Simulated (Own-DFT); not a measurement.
Si₃N₄ (beta silicon nitride, strained, atoms displaced) (calculated)

A calculation, not a measurement: plane-wave PBE density functional theory by an unreviewed code, no spin, of a simulated periodic cell, stress positive in tension, free energy of the whole cell less one offset for each atom, forces on such cells moved up to 12 meV/angstrom on a denser k mesh; offsets are fitted by least squares, one for each functional and potential file, so energies compare only between cells with the same atoms and settings and are not formation energies; the far tail of each file's local potential was reset to the Coulomb form; each entry is a single point on an unrelaxed cell, so the pressure reflects the starting lattice, mostly measured values (interpolated for alloys), from which strain is counted, and rises with the displacements; printed positions are rounded, which can move forces by about a meV/angstrom; the program, named Own-DFT, is a retired in-house code; no spin-orbit coupling; before rounding, a Quantum ESPRESSO 7.3.1 run of the same cell and cutoff gave forces within 1 meV/angstrom rms on each cell, which checks the program and not the settings. Program: Own-DFT development build.

Common to all runs: functional PBE; potential files PseudoDojo norm-conserving, scalar-relativistic, standard set; wave cutoff 42 hartree; occupations Fermi-Dirac; smearing width 0.1 eV; k mesh 2 x 2 x 4 centred on Gamma.

```json
{"entry": 1, "formula": "Si3N4", "kind": "beta silicon nitride, strained, atoms displaced", "structure": {"cell_angstrom": [[15.3335, 0.2336, 0.2067], [-7.4645, 13.0405, -0.1179], [0.079, -0.0064, 5.8286]], "atoms_fractional": [["Si", 0.09226, 0.39178, 0.11329], ["Si", 0.11104, 0.19906, 0.11259], ["Si", 0.29314, 0.41341, 0.14241], ["Si", 0.41235, 0.11682, 0.37339], ["Si", 0.3852, 0.30266, 0.37284], ["Si", 0.20968, 0.08578, 0.36966], ["N", 0.167, 0.0165, 0.12401], ["N", 0.48726, 0.15347, 0.11707], ["N", 0.34804, 0.33116, 0.12356], ["N", 0.33042, 0.47589, 0.3927], ["N", 0.01061, 0.34651, 0.37108], ["N", 0.14219, 0.16627, 0.38371], ["N", 0.16556, 0.33187, 0.12634], ["N", 0.33327, 0.16497, 0.38885], ["Si", 0.08605, 0.3854, 0.6287], ["Si", 0.12267, 0.21115, 0.63615], ["Si", 0.29927, 0.41103, 0.62638], ["Si", 0.41228, 0.12081, 0.87617], ["Si", 0.37866, 0.29518, 0.87147], ["Si", 0.20464, 0.08706, 0.86437], ["N", 0.1722, 0.01644, 0.61938], ["N", 0.48942, 0.1478, 0.62906], ["N", 0.35898, 0.338, 0.62644], ["N", 0.33622, 0.49169, 0.8734], ["N", 0.01555, 0.35391, 0.88726], ["N", 0.15024, 0.16749, 0.88469], ["N", 0.16603, 0.32728, 0.62589], ["N", 0.32819, 0.16391, 0.88038], ["Si", 0.07939, 0.88276, 0.12898], ["Si", 0.11483, 0.69756, 0.12416], ["Si", 0.29295, 0.91288, 0.14193], ["Si", 0.41156, 0.61398, 0.38457], ["Si", 0.38788, 0.8007, 0.36893], ["Si", 0.19563, 0.59039, 0.37285], ["N", 0.16562, 0.51355, 0.12161], ["N", 0.49037, 0.65449, 0.1267], ["N", 0.34914, 0.83233, 0.12306], ["N", 0.33817, 0.98621, 0.37461], ["N", 0.01889, 0.8507, 0.38613], ["N", 0.14967, 0.66529, 0.3764], ["N", 0.16991, 0.82906, 0.12628], ["N", 0.33163, 0.66512, 0.37822], ["Si", 0.09571, 0.88934, 0.62589], ["Si", 0.12014, 0.70523, 0.62236], ["Si", 0.29897, 0.90999, 0.63044], ["Si", 0.41233, 0.61247, 0.88299], ["Si", 0.3886, 0.8028, 0.89029], ["Si", 0.20354, 0.59271, 0.87846], ["N", 0.16178, 0.5117, 0.63331], ["N", 0.4789, 0.64883, 0.61102], ["N", 0.35424, 0.83672, 0.62443], ["N", 0.33904, 0.99136, 0.87193], ["N", 0.01382, 0.84752, 0.86993], ["N", 0.15556, 0.65973, 0.87105], ["N", 0.16097, 0.83692, 0.6261], ["N", 0.33314, 0.66312, 0.86462], ["Si", 0.58304, 0.38426, 0.10651], ["Si", 0.61749, 0.20462, 0.12142], ["Si", 0.80268, 0.41538, 0.11254], ["Si", 0.91433, 0.11692, 0.3791], ["Si", 0.88852, 0.29586, 0.3769], ["Si", 0.70402, 0.08766, 0.36796], ["N", 0.66851, 0.01818, 0.12524], ["N", 0.98323, 0.15186, 0.13871], ["N", 0.85436, 0.33388, 0.12476], ["N", 0.83062, 0.48066, 0.38882], ["N", 0.51857, 0.35288, 0.37874], ["N", 0.66133, 0.17752, 0.36862], ["N", 0.67062, 0.33618, 0.12825], ["N", 0.82624, 0.16283, 0.37436], ["Si", 0.58709, 0.38166, 0.62191], ["Si", 0.61405, 0.2015, 0.63203], ["Si", 0.80511, 0.4217, 0.6225], ["Si", 0.9177, 0.11643, 0.8737], ["Si", 0.88092, 0.29569, 0.87192], ["Si", 0.70256, 0.08475, 0.87913], ["N", 0.66481, 0.01257, 0.61043], ["N", 0.98486, 0.14802, 0.62526], ["N", 0.85503, 0.33784, 0.6267], ["N", 0.83396, 0.48769, 0.87553], ["N", 0.51201, 0.34573, 0.87088], ["N", 0.64839, 0.16704, 0.88431], ["N", 0.66462, 0.33485, 0.62837], ["N", 0.83882, 0.16888, 0.87162], ["Si", 0.58046, 0.88577, 0.11408], ["Si", 0.61358, 0.70617, 0.13882], ["Si", 0.79796, 0.91418, 0.11727], ["Si", 0.91828, 0.62351, 0.37232], ["Si", 0.88357, 0.80189, 0.36462], ["Si", 0.70225, 0.59305, 0.38528], ["N", 0.66354, 0.5177, 0.12435], ["N", 0.98176, 0.64304, 0.11457], ["N", 0.85071, 0.83601, 0.13342], ["N", 0.83441, 0.98901, 0.38221], ["N", 0.51358, 0.84549, 0.37363], ["N", 0.64906, 0.66952, 0.38177], ["N", 0.6696, 0.837, 0.12682], ["N", 0.83662, 0.66806, 0.386], ["Si", 0.59392, 0.88909, 0.62704], ["Si", 0.6135, 0.70252, 0.63544], ["Si", 0.7966, 0.91956, 0.62594], ["Si", 0.92009, 0.61523, 0.88303], ["Si", 0.88111, 0.79756, 0.86549], ["Si", 0.70326, 0.58863, 0.8801], ["N", 0.6645, 0.51585, 0.62272], ["N", 0.98514, 0.64334, 0.63211], ["N", 0.84623, 0.83619, 0.62346], ["N", 0.83401, 0.98525, 0.8718], ["N", 0.51199, 0.84836, 0.87038], ["N", 0.65006, 0.66413, 0.87349], ["N", 0.67559, 0.83694, 0.62631], ["N", 0.82946, 0.66601, 0.86404]]}, "results": {"free_energy_of_cell_above_offsets [eV]": "-7.512", "pressure [GPa]": 6.15, "stress_xx [GPa]": -3.9, "stress_yy [GPa]": -7.29, "stress_zz [GPa]": -7.26, "stress_yz [GPa]": 0.17, "stress_xz [GPa]": 3.15, "stress_xy [GPa]": 5.36, "force_element": ["Si", "Si", "Si", "Si", "Si", "Si", "N", "N", "N", "N", "N", "N", "N", "N", "Si", "Si", "Si", "Si", "Si", "Si", "N", "N", "N", "N", "N", "N", "N", "N", "Si", "Si", "Si", "Si", "Si", "Si", "N", "N", "N", "N", "N", "N", "N", "N", "Si", "Si", "Si", "Si", "Si", "Si", "N", "N", "N", "N", "N", "N", "N", "N", "Si", "Si", "Si", "Si", "Si", "Si", "N", "N", "N", "N", "N", "N", "N", "N", "Si", "Si", "Si", "Si", "Si", "Si", "N", "N", "N", "N", "N", "N", "N", "N", "Si", "Si", "Si", "Si", "Si", "Si", "N", "N", "N", "N", "N", "N", "N", "N", "Si", "Si", "Si", "Si", "Si", "Si", "N", "N", "N", "N", "N", "N", "N", "N"], "force_x [eV/angstrom]": [-1.125, -1.182, 0.147, 2.714, 3.312, -3.357, -0.141, -0.943, -1.546, 0.224, 3.745, 3.652, -0.087, -0.264, -0.456, -1.276, -1.502, 2.067, 2.834, -0.898, -0.433, -2.85, -2.657, 0.15, -0.143, 2.295, -0.842, 0.438, 2.328, -0.585, 1.095, -1.574, 0.498, 6.652, -0.172, -2.937, -1.849, -0.343, -1.698, -2.705, -2.632, -1.38, -6.85, -2.38, -1.601, 0.21, 0.024, 8.532, -0.069, 3.424, -0.3, -0.455, -0.184, -8.897, 8.747, -0.76, 2.623, -1.25, -1.534, -1.574, -2.852, -1.122, -0.859, 1.022, -1.354, 0.856, -2.219, -0.561, -0.926, 3.138, -0.509, 1.366, -1.598, -1.228, 1.939, 0.747, -0.286, 1.317, -0.773, 0.713, -1.544, 2.83, 3.003, -1.671, 3.15, 2.391, -1.236, -0.847, 2.086, 1.689, -0.133, 3.829, -0.6, 0.238, 0.741, 0.285, -1.591, -1.606, -0.502, -0.377, 1.721, -5.431, 0.788, 0.607, -0.235, 2.093, 0.843, 0.328, 1.727, -2.136, -4.1, 2.564], "force_y [eV/angstrom]": [-4.571, 1.512, -1.291, 0.947, -1.483, 1.736, -1.472, -0.521, 1.43, 4.07, 2.151, -1.781, 1.021, 1.962, -1.853, -7.162, -1.327, -0.225, -0.14, -0.241, 0.111, -1.009, 0.752, -5.49, -0.513, -1.671, 8.042, 1.59, 0.768, 1.09, 0.759, -0.588, -2.229, -3.915, 4.23, -2.062, 1.58, -0.85, -0.547, 1.806, -0.18, -0.029, 0.795, -0.132, 2.353, 3.483, -3.767, -6.072, 2.515, 1.404, -0.352, -3.197, 0.619, 6.164, -3.336, 2.329, 0.594, 1.976, -2.092, 0.217, -0.82, 1.396, -2.565, -0.234, 1.075, 4.853, -0.949, -1.912, 0.524, 1.5, 1.682, 2.269, -4.999, 0.284, 0.791, 2.662, 2.462, 0.962, 0.381, 0.63, -0.415, -2.113, -0.455, -2.184, 0.136, 0.38, 0.568, -3.442, -1.474, -1.957, -0.005, 2.069, 0.771, -1.054, 1.361, -0.115, 0.22, 1.285, -3.359, 0.431, -0.964, -0.717, -0.76, -1.251, 0.11, 1.524, 0.35, 1.211, 1.398, 1.315, -1.518, 0.75], "force_z [eV/angstrom]": [1.949, 6.013, -2.906, 0.473, -0.71, 0.195, -1.089, 1.235, 0.697, -2.87, 0.619, -1.996, -0.356, -0.568, -0.579, -1.247, 3.68, -0.207, 0.908, 1.712, 0.184, -1.174, 0.383, 1.474, -2.083, -3.529, 0.401, -0.277, -1.294, -1.007, -3.37, -2.725, 1.145, 1.22, 1.017, 0.187, 2.611, 1.44, -0.572, -1.117, -0.072, -0.617, 0.26, 2.052, 0.367, -0.935, -4.575, -0.923, -1.601, 4.201, 0.933, 1.23, 0.823, -0.155, 0.217, 1.122, 2.905, 2.708, 3.353, 1.377, -0.655, 0.797, -0.945, -3.344, 0.638, -5.842, -1.927, 1.043, -0.855, 0.237, -0.259, -1.26, 2.766, 1.129, 0.255, -1.954, 2.069, 0.422, 0.067, 0.047, -0.386, -3.065, 0.437, -0.036, 1.957, -1.661, 2.134, 2.182, 4.049, -1.215, 0.808, 3.496, -3.107, -1.943, 0.086, -0.38, -0.355, -1.035, -1.565, -0.262, -0.841, -3.617, 0.036, -1.181, 0.867, -1.773, -0.284, 1.367, -0.172, 1.172, 0.38, 0.942]}}
{"entry": 2, "formula": "Si3N4", "kind": "beta silicon nitride, strained, atoms displaced", "structure": {"cell_angstrom": [[15.1405, 0.2154, -0.079], [-7.3837, 13.0769, -0.0474], [-0.0302, -0.0384, 5.9006]], "atoms_fractional": [["Si", 0.0859, 0.38393, 0.1279], ["Si", 0.11674, 0.2053, 0.12413], ["Si", 0.2979, 0.4145, 0.11719], ["Si", 0.41165, 0.11311, 0.37247], ["Si", 0.38714, 0.29559, 0.36789], ["Si", 0.20489, 0.08876, 0.36259], ["N", 0.16585, 0.01552, 0.1253], ["N", 0.48497, 0.1557, 0.13737], ["N", 0.35458, 0.34016, 0.12193], ["N", 0.32998, 0.48166, 0.38413], ["N", 0.01625, 0.35352, 0.36512], ["N", 0.15369, 0.16454, 0.37077], ["N", 0.17086, 0.33797, 0.12933], ["N", 0.337, 0.16857, 0.36471], ["Si", 0.08304, 0.38305, 0.63375], ["Si", 0.11555, 0.2076, 0.63852], ["Si", 0.29708, 0.414, 0.61428], ["Si", 0.41626, 0.12469, 0.87562], ["Si", 0.38463, 0.29826, 0.87873], ["Si", 0.20531, 0.09507, 0.8567], ["N", 0.16271, 0.01956, 0.62143], ["N", 0.47868, 0.14106, 0.625], ["N", 0.34987, 0.33113, 0.62416], ["N", 0.33369, 0.48159, 0.86881], ["N", 0.01261, 0.34619, 0.88415], ["N", 0.1465, 0.16235, 0.87013], ["N", 0.16744, 0.33278, 0.62726], ["N", 0.33228, 0.1613, 0.87598], ["Si", 0.08887, 0.88927, 0.12503], ["Si", 0.11491, 0.6983, 0.12351], ["Si", 0.29675, 0.90938, 0.10935], ["Si", 0.41235, 0.61336, 0.38465], ["Si", 0.38434, 0.80012, 0.36771], ["Si", 0.20042, 0.58625, 0.39523], ["N", 0.16854, 0.51588, 0.13601], ["N", 0.48455, 0.65222, 0.12799], ["N", 0.34898, 0.83317, 0.11959], ["N", 0.34137, 0.98961, 0.38121], ["N", 0.01849, 0.84579, 0.38022], ["N", 0.15036, 0.66698, 0.36879], ["N", 0.16281, 0.82805, 0.12467], ["N", 0.33539, 0.66897, 0.38952], ["Si", 0.08774, 0.88464, 0.61769], ["Si", 0.11839, 0.69947, 0.60865], ["Si", 0.29351, 0.91022, 0.62469], ["Si", 0.41121, 0.61421, 0.867], ["Si", 0.38837, 0.79974, 0.86737], ["Si", 0.194, 0.59179, 0.87064], ["N", 0.16269, 0.50869, 0.6218], ["N", 0.47973, 0.64832, 0.63569], ["N", 0.34805, 0.83259, 0.61239], ["N", 0.33232, 0.98346, 0.87855], ["N", 0.0129, 0.84742, 0.86952], ["N", 0.1483, 0.6633, 0.87738], ["N", 0.16684, 0.8325, 0.62599], ["N", 0.33498, 0.67199, 0.88196], ["Si", 0.58687, 0.38522, 0.11811], ["Si", 0.61562, 0.20565, 0.11736], ["Si", 0.79853, 0.41908, 0.12508], ["Si", 0.9143, 0.11731, 0.3782], ["Si", 0.88135, 0.29599, 0.37043], ["Si", 0.69747, 0.08088, 0.3938], ["N", 0.6676, 0.02162, 0.13783], ["N", 0.98805, 0.14841, 0.11817], ["N", 0.85599, 0.33173, 0.12223], ["N", 0.83832, 0.48497, 0.36173], ["N", 0.51229, 0.34995, 0.38133], ["N", 0.65267, 0.1622, 0.37507], ["N", 0.66437, 0.33293, 0.12244], ["N", 0.83706, 0.15971, 0.38047], ["Si", 0.59087, 0.38464, 0.61852], ["Si", 0.6082, 0.19757, 0.61314], ["Si", 0.80018, 0.4112, 0.62358], ["Si", 0.91561, 0.12114, 0.88047], ["Si", 0.88581, 0.29664, 0.87554], ["Si", 0.70192, 0.08466, 0.87055], ["N", 0.6694, 0.01551, 0.62994], ["N", 0.98008, 0.14912, 0.63217], ["N", 0.85172, 0.33014, 0.62565], ["N", 0.83619, 0.48265, 0.88632], ["N", 0.51147, 0.35041, 0.87583], ["N", 0.65269, 0.17532, 0.86442], ["N", 0.65964, 0.32538, 0.62279], ["N", 0.83005, 0.16353, 0.8731], ["Si", 0.58943, 0.88474, 0.12928], ["Si", 0.61553, 0.70551, 0.12102], ["Si", 0.79257, 0.90896, 0.12856], ["Si", 0.90968, 0.61206, 0.37428], ["Si", 0.88328, 0.78937, 0.37303], ["Si", 0.69746, 0.58527, 0.36173], ["N", 0.66257, 0.50991, 0.12494], ["N", 0.97894, 0.64829, 0.12227], ["N", 0.84746, 0.83786, 0.12627], ["N", 0.84043, 0.99037, 0.37112], ["N", 0.51395, 0.8499, 0.37603], ["N", 0.65088, 0.66542, 0.37612], ["N", 0.67033, 0.8339, 0.11854], ["N", 0.83548, 0.66633, 0.37577], ["Si", 0.58949, 0.88292, 0.63613], ["Si", 0.61402, 0.69602, 0.62138], ["Si", 0.79768, 0.90848, 0.63576], ["Si", 0.91321, 0.6106, 0.88065], ["Si", 0.88062, 0.79105, 0.88343], ["Si", 0.71107, 0.59338, 0.87981], ["N", 0.6634, 0.51786, 0.62661], ["N", 0.98761, 0.64974, 0.62809], ["N", 0.8532, 0.83263, 0.6371], ["N", 0.83104, 0.98307, 0.86924], ["N", 0.51584, 0.85366, 0.86837], ["N", 0.64855, 0.66215, 0.87558], ["N", 0.66554, 0.8363, 0.61167], ["N", 0.83731, 0.67282, 0.86446]]}, "results": {"free_energy_of_cell_above_offsets [eV]": "-9.361", "pressure [GPa]": 5.41, "stress_xx [GPa]": -9.27, "stress_yy [GPa]": -7.24, "stress_zz [GPa]": 0.27, "stress_yz [GPa]": -2.15, "stress_xz [GPa]": -1.17, "stress_xy [GPa]": 6.87, "force_element": ["Si", "Si", "Si", "Si", "Si", "Si", "N", "N", "N", "N", "N", "N", "N", "N", "Si", "Si", "Si", "Si", "Si", "Si", "N", "N", "N", "N", "N", "N", "N", "N", "Si", "Si", "Si", "Si", "Si", "Si", "N", "N", "N", "N", "N", "N", "N", "N", "Si", "Si", "Si", "Si", "Si", "Si", "N", "N", "N", "N", "N", "N", "N", "N", "Si", "Si", "Si", "Si", "Si", "Si", "N", "N", "N", "N", "N", "N", "N", "N", "Si", "Si", "Si", "Si", "Si", "Si", "N", "N", "N", "N", "N", "N", "N", "N", "Si", "Si", "Si", "Si", "Si", "Si", "N", "N", "N", "N", "N", "N", "N", "N", "Si", "Si", "Si", "Si", "Si", "Si", "N", "N", "N", "N", "N", "N", "N", "N"], "force_x [eV/angstrom]": [0.991, 1.009, -0.471, -0.121, -2.209, 1.184, 0.069, 1.162, 0.398, 0.71, -0.985, -3.09, -0.573, -1.151, 0.576, -0.001, 0.601, 2.355, -0.573, 1.311, 0.7, 1.068, -0.624, 0.038, 0.965, -1.137, -1.198, -2.804, -0.258, -2.847, -2.161, -1.067, 1.083, 2.851, -1.047, 0.271, 0.926, -0.806, -2.136, 1.142, 0.995, -1.239, -0.524, -2.945, 0.59, -1.681, -1.354, 9.178, -0.857, 3.355, -0.146, 0.478, 0.582, -5.053, 0.363, -0.816, -1.814, 0.793, 0.477, 3.599, 3.04, 3.366, -0.265, -0.491, -3.983, -0.277, 2.574, -2.867, 1.742, -6.472, -2.979, 0.844, -1.531, -0.461, -0.212, -0.42, -0.938, 2.691, -1.386, -0.341, 2.231, 1.366, 2.486, -0.222, -1.524, -0.324, 0.822, 2.266, -0.546, 2.44, 0.653, 2.365, 3.805, -0.196, 1.149, -1.212, -2.583, -2.233, -2.891, -1.836, -0.28, -0.164, 0.566, -0.879, 0.955, -0.807, -0.635, 0.092, 1.136, -0.575, 3.565, 1.244], "force_y [eV/angstrom]": [1.38, -0.322, 0.284, 0.929, 0.513, -0.515, 0.992, 0.067, -0.776, 2.163, -0.764, 2.18, -1.5, -1.087, -1.74, -2.686, -2.658, -3.816, -0.756, -3.513, -1.218, 1.343, 0.441, 1.501, 0.972, 1.796, 1.568, 3.545, -1.987, 1.827, 1.281, 0.32, -1.103, 0.005, 0.865, -0.646, -0.329, -4.466, -0.497, -1.323, 0.985, -1.156, 0.976, 2.471, 2.204, -0.514, -0.154, -5.115, 2.819, 0.914, 0.226, 1.056, 0.704, 3.192, -0.939, -2.479, -2.483, -1.652, -5.359, -1.426, -2.493, 2.201, -3.008, 0.458, 2.268, -0.77, 1.623, 1.942, 1.943, 3.469, 0.332, -0.671, -1.268, -3.013, -2.287, 2.019, -2.234, 1.573, 1.656, 0.311, 0.743, -2.236, 3.085, 1.454, 1.225, -1.21, 5.412, 1.891, 4.879, -0.588, 3.525, 0.175, -3.412, -4.076, 0.805, 0.572, -1.072, -3.221, 1.189, 2.111, 1.978, 2.272, 6.671, -2.395, 0.036, -1.605, -0.599, 0.674, 0.498, 0.728, -3.397, -6.696], "force_z [eV/angstrom]": [0.282, 0.855, 0.882, 0.326, 1.172, 1.522, -1.87, -1.958, 0.558, -3.018, 2.545, 0.657, -0.393, 0.082, -1.489, -2.976, 2.472, 0.847, -1.345, 1.902, -1.226, 0.231, -0.554, 0.125, -1.456, 1.458, 0.128, -0.105, -0.858, -0.412, 2.509, -1.535, 0.266, -3.383, -1.464, 0.106, -0.767, -1.26, -2.376, 0.1, -0.113, -0.245, 2.6, 3.042, -0.381, 3.146, -0.195, 2.048, 2.217, -1.904, 1.57, -1.143, 0.929, -1.562, -0.207, -0.5, 1.113, 0.841, -0.417, -0.767, 0.463, -2.409, -2.326, 1.703, -0.076, 3.772, -1.557, -0.391, 0.271, -0.137, 1.106, 0.485, -0.088, -0.752, 0.078, 2.656, 0.919, -0.278, -0.429, -3.31, -0.799, 0.79, -0.423, 0.235, 0.253, 0.358, -0.293, 0.519, 0.954, 2.605, -1.059, 1.635, 0.702, 0.761, -0.073, -1.406, 0.118, -0.548, -2.19, 1.08, -2.409, -2.192, -0.109, -1.078, -0.468, -0.437, -2.193, 2.141, 1.671, 0.392, 0.392, 0.725]}}
```
